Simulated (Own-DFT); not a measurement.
# Response to strain: 2H SiC, 72 atoms (C36Si36)

All numbers below are calculated, not measured. They come from Own-DFT, an in-house plane-wave density functional program, since retired, whose code no person has reviewed. Each row is one single-point run on a periodic cell that was not relaxed, without spin or spin-orbit coupling.

Settings of every run: PBE; PseudoDojo norm-conserving scalar-relativistic files; cutoff 42 hartree; 4 x 4 x 3 k mesh centred on Gamma; Fermi-Dirac smearing of 0.1 eV.

Known limits: forces on such cells passed a denser k mesh, each cell not checked; stress not checked against mesh or cutoff.

Unstrained cell vectors in Å: (9.248, 0.000, 0.000); (-4.624, 8.009, 0.000); (0.000, 0.000, 10.068). The unstrained cell has measured lattice constants (interpolated for alloys), not those of this functional. That, the random moves and any unrelaxed bonds set the pressure at no strain. Each run strains this cell uniformly, with the atoms carried along. Every atom was also moved at random, by a Gaussian of width 0.05 Å on each axis. Strain is the symmetric tensor, in per cent. Stress is positive in tension, and the pressure is minus a third of its trace.

```
run  e_xx (%)  e_yy (%)  e_zz (%)  e_yz (%)  e_xz (%)  e_xy (%)  s_xx (GPa)  s_yy (GPa)  s_zz (GPa)  s_yz (GPa)  s_xz (GPa)  s_xy (GPa)  P (GPa)  E (meV/atom)
  1     -0.21      1.88      0.45     -0.04      1.17      0.09       -3.37        6.20       -5.88       -0.89        4.17        0.72     1.02           3.2
  2     -0.76     -1.57      1.96      1.26      1.20     -0.77       -9.08      -12.54        2.05        4.66        4.19       -3.98     6.52          16.6
  3      0.53      0.27      1.25      0.70      0.15      0.80       -0.10       -2.89       -0.11        2.27        0.43        3.70     1.03           3.0
  4      1.73     -1.71     -0.15      0.66      1.58     -0.83        4.62      -14.15       -9.48        2.40        5.30       -3.39     6.33          27.5
  5      0.85      1.66      0.24      1.26     -1.74      1.93        1.08        6.41       -5.39        3.68       -5.37        7.33    -0.70           1.2
  6      0.15     -1.09     -1.74     -0.03      0.99      1.81       -5.61      -12.83      -18.54       -0.70        2.82        8.33    12.32          44.2
  7     -0.08     -0.41     -0.33      1.55     -0.06     -0.25       -3.63       -9.12       -9.36        5.98       -1.17       -0.85     7.37           3.8
  8      0.12     -0.19      1.94     -0.93      0.62      0.66       -3.30       -5.57        4.10       -3.83        1.69        3.93     1.59           3.0
  9      1.56      1.14      1.41      0.14      0.86      1.24        5.02        3.34        1.25        0.38        2.06        5.59    -3.20           0.0
 10      0.16      1.34      0.00      0.20      1.18      0.70       -1.38        2.06       -7.78        0.71        3.78        3.61     2.36           7.7
 11      0.99     -0.63     -1.94      1.36      1.82      0.55        0.20       -8.23      -20.62        5.52        5.35        3.26     9.55          28.5
 12     -1.72      0.56      1.07      1.16      1.60      1.02      -12.21       -3.31       -2.16        3.60        5.02        5.24     5.89          17.7
 13     -1.94      0.97      1.16     -1.89     -1.63     -0.48      -13.89       -1.67       -0.15       -5.92       -5.55       -3.01     5.24          18.7
 14      0.11      0.75      1.88      1.13      0.97      0.70       -3.26        0.42        4.33        3.21        3.32        2.49    -0.50           1.8
 15     -0.76     -0.33      1.16      0.30     -0.94      1.56       -8.61       -6.64       -0.59        1.72       -3.40        7.99     5.28           1.2
 16     -0.21     -1.70      1.26      0.88     -0.04     -1.19       -8.39      -14.30        1.11        2.67       -0.38       -4.49     7.19          12.3
 17      1.55      1.31      1.12     -1.23     -1.27     -0.92           ?           ?           ?           ?           ?           ?        ?             ?
```

E is the free energy for each atom above the lowest run shown.

## Worked fit

Each stress component was fitted by least squares to a constant and the strains of the runs shown, as fractions, with shears doubled. Shear strains stay in the fit of a normal stress only where such slopes are resolved. The slopes, in GPa:

| stress | at no strain | per e_xx | per e_yy | per e_zz | scatter |
|---|---|---|---|---|---|
| s_xx | -4.2 | 540 ± 25 | 93 ± 20 | 10 ± 21 | 0.92 |
| s_yy | -5.3 | 100 ± 22 | 575 ± 18 | 65 ± 19 | 0.82 |
| s_zz | -7.9 | 14 ± 25 | 19 ± 20 | 620 ± 21 | 0.91 |

Each shear stress against twice its own strain: yz 174 ± 9, xz 164 ± 6, xy 231 ± 12 GPa. These are stiffnesses along x, y and z of the frame in which the cell vectors are given, which need not be the crystal's axes. The atoms are held to the strained lattice; where symmetry lets them move under strain, relaxing them would lower some slopes. The table should be nearly symmetric about its diagonal, and what it lacks of that shows the noise. A ninth of its sum, 226 ± 3 GPa, estimates the bulk modulus near the mean pressure of these runs, 4.2 GPa, so it lies above the value at zero pressure.

## Withheld run

Question: what normal stresses and pressure should run 17 give?

The fit gives s_xx = 5.6, s_yy = 4.5, s_zz = -0.6 and P = -3.2 GPa. The calculation gave 5.12, 4.02, -1.34 and P = -2.60 GPa.
